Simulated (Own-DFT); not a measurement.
AlGa₃N₄ (wurtzite random alloy, strained, atoms displaced) (calculated)

All values are calculated (Own-DFT development build). A calculation, not a measurement: plane-wave PBE density functional theory by an unreviewed code, no spin, of a simulated periodic cell, stress positive in tension, free energy of the whole cell less one offset for each atom, forces on such cells passed a denser k mesh, this cell's mesh not checked; offsets are fitted by least squares, one for each functional and potential file, so energies compare only between cells with the same atoms and settings and are not formation energies; the far tail of each file's local potential was reset to the Coulomb form; each entry is a single point on an unrelaxed cell, so the pressure reflects the starting lattice, mostly measured values, from which strain is counted, and rises with the displacements; printed positions are rounded, which can move forces by about a meV/angstrom; the program is a retired in-house code; no spin-orbit coupling.

Settings shared by all entries: functional PBE; potential files PseudoDojo norm-conserving, scalar-relativistic, standard set with the stringent files for Ga; wave cutoff 96 hartree; occupations Gaussian; smearing width 0.01 eV; k mesh 4 x 4 x 3 centred on Gamma.

(1) 
```cif
# cell vector a (Å): 9.4379 0.0000 0.0000
# cell vector b (Å): -4.7190 8.1735 0.0000
# cell vector c (Å): 0.0000 0.0000 10.2685
data_AlGa3N4
_symmetry_space_group_name_H-M 'P 1'
_symmetry_Int_Tables_number 1
_cell_length_a 9.4379
_cell_length_b 9.4380
_cell_length_c 10.2685
_cell_angle_alpha 90.000
_cell_angle_beta 90.000
_cell_angle_gamma 120.000
_cell_volume 792.12
loop_
_atom_site_label
_atom_site_type_symbol
_atom_site_fract_x
_atom_site_fract_y
_atom_site_fract_z
_atom_site_occupancy
Ga1 Ga 0.11547 0.22281 0.99869 1
Ga2 Ga 0.22847 0.11600 0.25107 1
N1 N 0.12320 0.23309 0.19013 1
N2 N 0.21855 0.11020 0.44439 1
Ga3 Ga 0.10528 0.21845 0.50501 1
Al1 Al 0.22509 0.10295 0.76406 1
N3 N 0.10874 0.22271 0.68585 1
N4 N 0.20878 0.10048 0.93356 1
Al2 Al 0.10244 0.54742 0.00283 1
Ga4 Ga 0.22684 0.44129 0.24905 1
N5 N 0.11549 0.56939 0.18653 1
N6 N 0.22347 0.44124 0.44279 1
Ga5 Ga 0.10707 0.55651 0.50333 1
Ga6 Ga 0.21888 0.42983 0.75509 1
N7 N 0.10874 0.55352 0.68635 1
N8 N 0.22181 0.45176 0.94942 1
Ga7 Ga 0.09728 0.88311 0.99770 1
Al3 Al 0.21675 0.77434 0.25511 1
N9 N 0.11051 0.88037 0.18711 1
N10 N 0.20997 0.76823 0.44135 1
Ga8 Ga 0.11676 0.88569 0.49479 1
Ga9 Ga 0.22457 0.77100 0.74962 1
N11 N 0.11325 0.88290 0.68191 1
N12 N 0.21526 0.77568 0.94603 1
Al4 Al 0.44392 0.21811 0.99777 1
Ga10 Ga 0.55316 0.11505 0.25118 1
N13 N 0.44968 0.22245 0.19409 1
N14 N 0.55666 0.12057 0.43690 1
Ga11 Ga 0.44248 0.21294 0.50124 1
Ga12 Ga 0.55633 0.11446 0.75076 1
N15 N 0.45447 0.22235 0.69276 1
N16 N 0.55323 0.11388 0.94174 1
Ga13 Ga 0.44688 0.55811 0.99525 1
Al5 Al 0.55929 0.44173 0.24779 1
N17 N 0.44428 0.55856 0.19232 1
N18 N 0.55506 0.45581 0.44213 1
Al6 Al 0.45289 0.55843 0.50053 1
Al7 Al 0.55974 0.44466 0.74848 1
N19 N 0.45266 0.55785 0.68761 1
N20 N 0.55357 0.45983 0.94230 1
Ga14 Ga 0.45183 0.88239 0.00071 1
Ga15 Ga 0.56644 0.78342 0.25608 1
N21 N 0.43954 0.89210 0.18816 1
N22 N 0.55136 0.77925 0.43925 1
Ga16 Ga 0.44393 0.88218 0.50039 1
Ga17 Ga 0.54620 0.77990 0.75278 1
N23 N 0.43846 0.89027 0.69270 1
N24 N 0.55685 0.77719 0.94348 1
Al8 Al 0.77362 0.22610 0.00901 1
Ga18 Ga 0.88260 0.10631 0.25018 1
N25 N 0.77822 0.22161 0.18556 1
N26 N 0.90509 0.12248 0.44088 1
Ga19 Ga 0.77909 0.21835 0.50006 1
Ga20 Ga 0.90079 0.11329 0.74838 1
N27 N 0.77412 0.21647 0.68806 1
N28 N 0.88116 0.10384 0.93881 1
Ga21 Ga 0.77776 0.55351 0.99334 1
Ga22 Ga 0.87954 0.44500 0.24929 1
N29 N 0.77845 0.54733 0.18835 1
N30 N 0.90451 0.45009 0.44413 1
Ga23 Ga 0.76911 0.54981 0.50092 1
Ga24 Ga 0.88975 0.44324 0.75377 1
N31 N 0.77124 0.55632 0.69148 1
N32 N 0.88564 0.43942 0.94027 1
Ga25 Ga 0.77549 0.88705 0.00214 1
Al9 Al 0.89493 0.77688 0.25865 1
N33 N 0.78925 0.89390 0.19402 1
N34 N 0.88988 0.78489 0.45169 1
Ga26 Ga 0.77905 0.89170 0.50999 1
Ga27 Ga 0.88523 0.78337 0.74394 1
N35 N 0.77125 0.89215 0.68987 1
N36 N 0.88271 0.76916 0.94506 1
_calc_free_energy_of_cell_above_offsets '-7.975'  # eV
_calc_pressure 10.53  # GPa
_calc_stress_xx -12.91  # GPa
_calc_stress_yy -10.74  # GPa
_calc_stress_zz -7.96  # GPa
_calc_stress_yz -0.9  # GPa
_calc_stress_xz 0.39  # GPa
_calc_stress_xy 1.01  # GPa
```

Force:
```
element  x (eV/Å)  y (eV/Å)  z (eV/Å)
     Ga    -1.418     0.014     0.898
     Ga    -0.692    -1.096     0.394
      N    -0.731     -2.71    -0.978
      N     0.873     0.061    -0.865
     Ga     2.506     2.016    -0.567
     Al    -0.041    -0.101    -4.459
      N     2.669    -1.215     1.539
      N     1.689     1.561     1.917
     Al    -0.059     1.903     0.574
     Ga    -1.532     2.205     1.385
      N     0.026    -2.091    -0.003
      N     0.727     1.141     0.071
     Ga     2.973    -0.535     0.227
     Ga     -0.21     2.698    -0.237
      N     0.811    -0.782     1.418
      N     -0.08        -1    -1.567
     Ga     1.849    -0.364     1.085
     Al      0.95      0.56    -0.844
      N    -0.958     0.867     1.341
      N      2.28     1.313    -1.706
     Ga    -1.534     0.911     1.191
     Ga    -1.764    -0.106     1.415
      N    -0.649     1.433      1.84
      N      1.01    -0.885    -1.109
     Al    -0.927     0.708     0.634
     Ga     1.421    -1.419    -0.223
      N    -1.366     1.497    -2.142
      N     1.613    -1.708     0.185
     Ga     -1.74     1.765     0.704
     Ga      1.38    -0.825     0.907
      N    -3.047     0.859      0.25
      N     0.658     0.264     0.297
     Ga    -2.003     0.617     2.431
     Al    -1.215     1.014     0.487
      N     2.196     0.057    -0.437
      N      0.93    -2.058    -1.848
     Al    -2.567    -0.128      0.34
     Al    -0.985     0.096     0.554
      N    -0.462    -0.684     0.163
      N     2.696    -4.081    -1.904
     Ga    -3.104     0.961     0.883
     Ga    -1.388    -0.443    -1.205
      N     0.685    -0.574      1.19
      N     1.612    -0.562     0.872
     Ga    -1.712     1.042       0.2
     Ga     1.133    -0.474     0.062
      N     0.983      0.39    -0.984
      N     0.444     0.038    -1.272
     Al     0.669    -1.122    -2.035
     Ga     1.327     1.964     0.505
      N    -0.195     0.021     0.747
      N    -3.202    -2.642    -1.157
     Ga    -0.031     1.024     0.146
     Ga    -2.572    -0.499     1.175
      N     0.729      0.54     0.214
      N    -0.174     1.734     0.481
     Ga    -0.329      -0.6     1.211
     Ga     3.663    -0.434     1.272
      N     -2.91     2.195     0.012
      N    -4.133     -1.95    -1.554
     Ga     1.646     0.747     0.443
     Ga    -0.432     -0.12    -0.954
      N     0.865    -0.323     0.233
      N     0.578    -0.479     0.453
     Ga     0.682     0.016     0.413
     Al    -0.339     -0.04    -0.339
      N     0.375    -1.805    -0.265
      N     0.246    -1.268    -2.272
     Ga      -0.5     0.526    -1.664
     Ga     1.112    -0.638     0.657
      N      0.08    -0.097     0.976
      N    -1.084     1.102    -1.802
```

(2) 
```cif
# cell vector a (Å): 9.4379 0.0000 0.0000
# cell vector b (Å): -4.7190 8.1735 0.0000
# cell vector c (Å): 0.0000 0.0000 10.2685
data_AlGa3N4
_symmetry_space_group_name_H-M 'P 1'
_symmetry_Int_Tables_number 1
_cell_length_a 9.4379
_cell_length_b 9.4380
_cell_length_c 10.2685
_cell_angle_alpha 90.000
_cell_angle_beta 90.000
_cell_angle_gamma 120.000
_cell_volume 792.12
loop_
_atom_site_label
_atom_site_type_symbol
_atom_site_fract_x
_atom_site_fract_y
_atom_site_fract_z
_atom_site_occupancy
Ga1 Ga 0.11251 0.22025 0.00424 1
Ga2 Ga 0.22150 0.11180 0.24267 1
N1 N 0.11455 0.22139 0.18454 1
N2 N 0.21365 0.09193 0.44251 1
Ga3 Ga 0.11406 0.21847 0.50369 1
Ga4 Ga 0.23427 0.12744 0.75254 1
N3 N 0.10470 0.22637 0.69189 1
N4 N 0.22909 0.11546 0.93878 1
Ga5 Ga 0.10507 0.55131 0.00170 1
Ga6 Ga 0.22717 0.45991 0.25671 1
N5 N 0.10505 0.55592 0.18662 1
N6 N 0.22169 0.44189 0.44852 1
Ga7 Ga 0.10767 0.56204 0.50637 1
Ga8 Ga 0.22608 0.43900 0.75475 1
N7 N 0.10996 0.55297 0.68521 1
N8 N 0.22114 0.43970 0.93294 1
Al1 Al 0.11003 0.89014 0.99609 1
Ga9 Ga 0.22330 0.77666 0.24882 1
N9 N 0.11258 0.87987 0.19276 1
N10 N 0.22604 0.77647 0.43874 1
Ga10 Ga 0.10494 0.88759 0.50198 1
Al2 Al 0.20998 0.77381 0.73768 1
N11 N 0.11070 0.88922 0.68892 1
N12 N 0.22002 0.77102 0.93284 1
Ga11 Ga 0.43678 0.20308 0.99899 1
Al3 Al 0.56339 0.11258 0.25056 1
N13 N 0.43673 0.21496 0.18884 1
N14 N 0.55909 0.11055 0.43841 1
Ga12 Ga 0.45328 0.22575 0.49690 1
Ga13 Ga 0.54741 0.10277 0.76238 1
N15 N 0.44186 0.22194 0.69490 1
N16 N 0.55147 0.10056 0.93556 1
Ga14 Ga 0.44968 0.56489 0.00140 1
Al4 Al 0.55561 0.44028 0.25614 1
N17 N 0.45368 0.56799 0.18798 1
N18 N 0.54691 0.45129 0.44123 1
Ga15 Ga 0.44789 0.55500 0.50101 1
Ga16 Ga 0.54704 0.44219 0.74696 1
N19 N 0.44478 0.55849 0.68696 1
N20 N 0.55741 0.45046 0.94783 1
Al5 Al 0.43753 0.87439 0.00510 1
Ga17 Ga 0.54845 0.76858 0.25532 1
N21 N 0.43620 0.89411 0.18516 1
N22 N 0.55641 0.77754 0.43326 1
Ga18 Ga 0.44223 0.89052 0.49628 1
Ga19 Ga 0.56178 0.78089 0.74843 1
N23 N 0.43771 0.88575 0.68309 1
N24 N 0.54259 0.77159 0.94276 1
Al6 Al 0.78472 0.22884 0.00751 1
Ga20 Ga 0.89155 0.11669 0.24339 1
N25 N 0.77665 0.22345 0.19041 1
N26 N 0.88181 0.11069 0.43908 1
Al7 Al 0.77826 0.22573 0.50537 1
Al8 Al 0.89064 0.11112 0.75272 1
N27 N 0.77086 0.22637 0.68970 1
N28 N 0.88561 0.10448 0.94503 1
Ga21 Ga 0.77537 0.54275 0.00246 1
Ga22 Ga 0.89793 0.45063 0.24721 1
N29 N 0.77614 0.55187 0.18764 1
N30 N 0.88638 0.43537 0.43267 1
Ga23 Ga 0.77976 0.55137 0.50159 1
Ga24 Ga 0.89290 0.44310 0.73608 1
N31 N 0.77359 0.55912 0.68831 1
N32 N 0.89292 0.45219 0.94426 1
Ga25 Ga 0.78597 0.89351 0.00492 1
Ga26 Ga 0.88081 0.77071 0.26049 1
N33 N 0.77540 0.89027 0.19297 1
N34 N 0.87483 0.77333 0.44186 1
Al9 Al 0.77918 0.89287 0.49886 1
Ga27 Ga 0.87975 0.77445 0.74863 1
N35 N 0.78746 0.88957 0.68490 1
N36 N 0.89692 0.78770 0.93983 1
_calc_free_energy_of_cell_above_offsets '-8.376'  # eV
_calc_pressure 10.44  # GPa
_calc_stress_xx -10.49  # GPa
_calc_stress_yy -11.15  # GPa
_calc_stress_zz -9.68  # GPa
_calc_stress_yz 0.2  # GPa
_calc_stress_xz 0.73  # GPa
_calc_stress_xy -0.07  # GPa
```

Force:
```
element  x (eV/Å)  y (eV/Å)  z (eV/Å)
     Ga      0.03     0.491    -1.306
     Ga    -0.027    -1.706     1.688
      N    -0.831     1.322     1.369
      N     0.228     3.842    -1.282
     Ga    -0.733    -0.437    -0.613
     Ga    -2.041    -2.471    -0.127
      N     0.544    -1.264     0.024
      N    -1.492    -1.806     0.029
     Ga     1.524     0.968    -1.003
     Ga     0.741    -1.423    -0.117
      N     2.132     0.319     0.133
      N    -0.459     0.441    -1.159
     Ga     1.136    -1.104    -1.649
     Ga    -0.921     1.495     -1.16
      N     0.479     0.846     1.213
      N    -0.217     0.295      2.14
     Al     1.186    -0.666     0.526
     Ga    -0.235      0.14     0.698
      N    -2.213     0.924    -1.652
      N    -1.409    -0.247    -0.333
     Ga     0.312    -1.972     0.329
     Al     1.599     0.216     1.882
      N    -0.391     0.288     0.325
      N    -0.476     1.255    -0.117
     Ga     0.952     2.603     0.883
     Al    -1.492    -0.554    -0.004
      N     2.256     1.585     0.804
      N     0.521     1.148    -0.813
     Ga    -1.272    -1.002     0.615
     Ga     0.178     0.117    -3.033
      N     1.569     0.481    -1.651
      N     1.493     0.013     3.465
     Ga    -0.111    -2.352      0.23
     Al    -0.528      0.19    -1.485
      N     0.126    -3.535     0.399
      N     3.418    -2.058    -1.743
     Ga    -2.536     1.627     0.693
     Ga     1.097     0.696     1.676
      N    -0.035     0.015     0.299
      N         0     -1.61    -1.477
     Al    -1.201     1.113    -0.997
     Ga    -0.064     3.216    -0.977
      N     2.028      0.37     0.304
      N     0.305     0.552     2.296
     Ga     1.024    -0.182     0.501
     Ga    -1.065     0.136     0.436
      N    -0.005    -0.263     0.829
      N       1.5     2.415    -1.286
     Al    -0.558    -0.852    -1.428
     Ga     0.347    -0.731     1.477
      N     -0.37     0.198    -0.967
      N     0.369     0.159     0.441
     Al     0.339    -1.165    -0.731
     Al    -0.846    -0.154     0.146
      N     1.346    -1.931    -0.318
      N    -0.925     2.376    -1.565
     Ga    -1.472     2.358    -0.133
     Ga    -1.877    -1.097     0.592
      N     -0.89    -0.466     1.451
      N    -0.409     0.611     1.323
     Ga    -0.782     0.137    -0.332
     Ga    -1.434     0.751     2.406
      N     0.692    -1.347     -0.14
      N     0.415    -3.063    -1.622
     Ga    -1.008    -1.955     0.394
     Ga     0.526     0.805    -1.937
      N     0.266    -0.221    -0.073
      N     0.849      0.17     0.778
     Al    -0.818    -0.058     -0.26
     Ga     2.052     0.453     1.303
      N    -2.323     1.793    -0.425
      N    -0.107    -1.236    -0.184
```

(3) 
```cif
# cell vector a (Å): 9.4379 0.0000 0.0000
# cell vector b (Å): -4.7190 8.1735 0.0000
# cell vector c (Å): 0.0000 0.0000 10.2685
data_AlGa3N4
_symmetry_space_group_name_H-M 'P 1'
_symmetry_Int_Tables_number 1
_cell_length_a 9.4379
_cell_length_b 9.4380
_cell_length_c 10.2685
_cell_angle_alpha 90.000
_cell_angle_beta 90.000
_cell_angle_gamma 120.000
_cell_volume 792.12
loop_
_atom_site_label
_atom_site_type_symbol
_atom_site_fract_x
_atom_site_fract_y
_atom_site_fract_z
_atom_site_occupancy
Al1 Al 0.11505 0.22522 0.00765 1
Ga1 Ga 0.22207 0.10905 0.25564 1
N1 N 0.10805 0.22139 0.19109 1
N2 N 0.23307 0.12023 0.44425 1
Ga2 Ga 0.10956 0.22727 0.50249 1
Ga3 Ga 0.22518 0.11264 0.74224 1
N3 N 0.11448 0.22840 0.69013 1
N4 N 0.21694 0.11028 0.93932 1
Ga4 Ga 0.11438 0.55969 0.00452 1
Ga5 Ga 0.21562 0.42857 0.25677 1
N5 N 0.11403 0.55082 0.19384 1
N6 N 0.22953 0.44772 0.44723 1
Ga6 Ga 0.11314 0.55099 0.49712 1
Al2 Al 0.23141 0.45463 0.75468 1
N7 N 0.11173 0.55938 0.68156 1
N8 N 0.21689 0.44159 0.94402 1
Ga7 Ga 0.11149 0.88983 0.99696 1
Ga8 Ga 0.21681 0.78113 0.24709 1
N9 N 0.11661 0.90299 0.18728 1
N10 N 0.22096 0.77492 0.44723 1
Ga9 Ga 0.11261 0.88540 0.50033 1
Ga10 Ga 0.23432 0.78944 0.75408 1
N11 N 0.11981 0.88513 0.70004 1
N12 N 0.23101 0.78296 0.94485 1
Al3 Al 0.45252 0.22022 0.00596 1
Ga11 Ga 0.54498 0.11958 0.25016 1
N13 N 0.44344 0.23389 0.18980 1
N14 N 0.56549 0.10488 0.44513 1
Al4 Al 0.44804 0.22114 0.50701 1
Ga12 Ga 0.55220 0.10882 0.74897 1
N15 N 0.45284 0.22327 0.69430 1
N16 N 0.55978 0.12006 0.94363 1
Ga13 Ga 0.44972 0.56008 0.99509 1
Ga14 Ga 0.56197 0.44445 0.24633 1
N17 N 0.44767 0.55608 0.19081 1
N18 N 0.54844 0.44422 0.44614 1
Ga15 Ga 0.45189 0.56213 0.49290 1
Ga16 Ga 0.54910 0.44311 0.75706 1
N19 N 0.44282 0.56046 0.69931 1
N20 N 0.54897 0.44395 0.94178 1
Ga17 Ga 0.44915 0.89642 0.00431 1
Al5 Al 0.56419 0.77849 0.23886 1
N21 N 0.44417 0.88652 0.19668 1
N22 N 0.55548 0.77314 0.42635 1
Al6 Al 0.43605 0.87563 0.49562 1
Ga18 Ga 0.56208 0.77377 0.74158 1
N23 N 0.45186 0.89634 0.68696 1
N24 N 0.56272 0.78719 0.93413 1
Ga19 Ga 0.77126 0.22243 0.00123 1
Ga20 Ga 0.88520 0.11417 0.25430 1
N25 N 0.78845 0.23038 0.18783 1
N26 N 0.89398 0.11320 0.44430 1
Ga21 Ga 0.77577 0.22612 0.49618 1
Ga22 Ga 0.89124 0.11096 0.75179 1
N27 N 0.78184 0.23106 0.68945 1
N28 N 0.88950 0.10736 0.95164 1
Ga23 Ga 0.78920 0.55799 0.00112 1
Ga24 Ga 0.88594 0.43924 0.24761 1
N29 N 0.77364 0.55985 0.19008 1
N30 N 0.90000 0.45451 0.43410 1
Al7 Al 0.77637 0.55602 0.49983 1
Ga25 Ga 0.89874 0.44657 0.76152 1
N31 N 0.78347 0.56695 0.68097 1
N32 N 0.88605 0.44249 0.94107 1
Al8 Al 0.76639 0.88114 0.99344 1
Al9 Al 0.88259 0.77248 0.24360 1
N33 N 0.77814 0.88864 0.19683 1
N34 N 0.89369 0.78446 0.44195 1
Ga26 Ga 0.77457 0.88072 0.50184 1
Ga27 Ga 0.88960 0.77748 0.75028 1
N35 N 0.78219 0.89592 0.69267 1
N36 N 0.88961 0.77228 0.94454 1
_calc_free_energy_of_cell_above_offsets '-8.949'  # eV
_calc_pressure 9.92  # GPa
_calc_stress_xx -11  # GPa
_calc_stress_yy -12.74  # GPa
_calc_stress_zz -6.02  # GPa
_calc_stress_yz -1.33  # GPa
_calc_stress_xz -0.22  # GPa
_calc_stress_xy -0.39  # GPa
```

Force:
```
element  x (eV/Å)  y (eV/Å)  z (eV/Å)
     Al    -0.371    -0.756    -0.821
     Ga    -0.841     1.472     0.459
      N     0.532    -1.144    -0.441
      N     0.184    -0.779     0.251
     Ga     1.029    -0.375     0.524
     Ga    -0.463     0.115     1.461
      N     0.315     0.725     0.552
      N     1.192     1.381     0.386
     Ga     0.329    -0.404     0.302
     Ga     0.673     2.625    -0.008
      N    -0.742     0.781    -0.289
      N     -0.21    -0.445    -1.221
     Ga    -0.383     0.571       0.6
     Al    -1.828    -1.115    -0.138
      N      1.44    -0.049     2.325
      N     0.568     0.058    -1.129
     Ga     0.088     0.757     0.202
     Ga      0.78    -0.844     0.913
      N    -0.791    -2.829     0.152
      N     0.546     0.518    -1.645
     Ga    -0.274      0.84     0.999
     Ga     0.963    -2.061     0.014
      N    -2.179     1.152    -1.649
      N    -0.521    -0.436    -0.429
     Al    -2.866     0.823    -0.998
     Ga     2.475     -1.18     0.954
      N     0.377    -1.733    -1.167
      N    -3.636    -0.602    -0.968
     Al     0.437     0.309    -0.263
     Ga     1.838     0.891     0.573
      N    -1.378     0.493    -1.529
      N    -0.954    -1.052    -0.623
     Ga    -1.335     0.044     1.328
     Ga    -2.043     1.217     1.694
      N    -0.435     0.326      -0.4
      N      3.08    -1.197    -0.704
     Ga    -0.791    -0.375     1.399
     Ga     1.409     0.627    -0.906
      N     0.338    -1.461    -1.646
      N     2.058    -1.095     0.482
     Ga     0.554    -0.337     0.339
     Al    -1.541    -0.664     1.336
      N     0.386     0.755    -0.649
      N     -0.75     1.374     0.851
     Al     1.302     1.361     0.265
     Ga    -1.272     2.002     1.228
      N     0.536    -1.427    -1.151
      N    -0.984    -0.871     0.206
     Ga     2.441    -0.201     0.268
     Ga     0.824    -0.888     0.187
      N    -2.155     -1.63    -0.097
      N    -0.979    -0.469    -0.531
     Ga     1.985     0.932     1.281
     Ga    -0.431     1.462     0.913
      N     0.111    -0.779     0.298
      N     0.066    -0.002    -0.861
     Ga    -2.152    -0.659     0.162
     Ga     0.264     2.013     0.679
      N     2.108     0.126    -0.384
      N    -2.263    -0.858      0.34
     Al     0.487     0.279    -0.293
     Ga    -0.872      0.53    -2.624
      N     -0.26    -1.792       0.9
      N     1.037     0.364     0.774
     Al     2.446     1.646     1.601
     Al     0.545     1.936     1.354
      N     0.441    -0.226    -2.009
      N     0.233    -1.862    -1.583
     Ga    -0.476     1.405    -0.392
     Ga     0.583     0.402     0.383
      N     0.661    -0.864    -0.758
      N    -1.484     1.148    -0.626
```
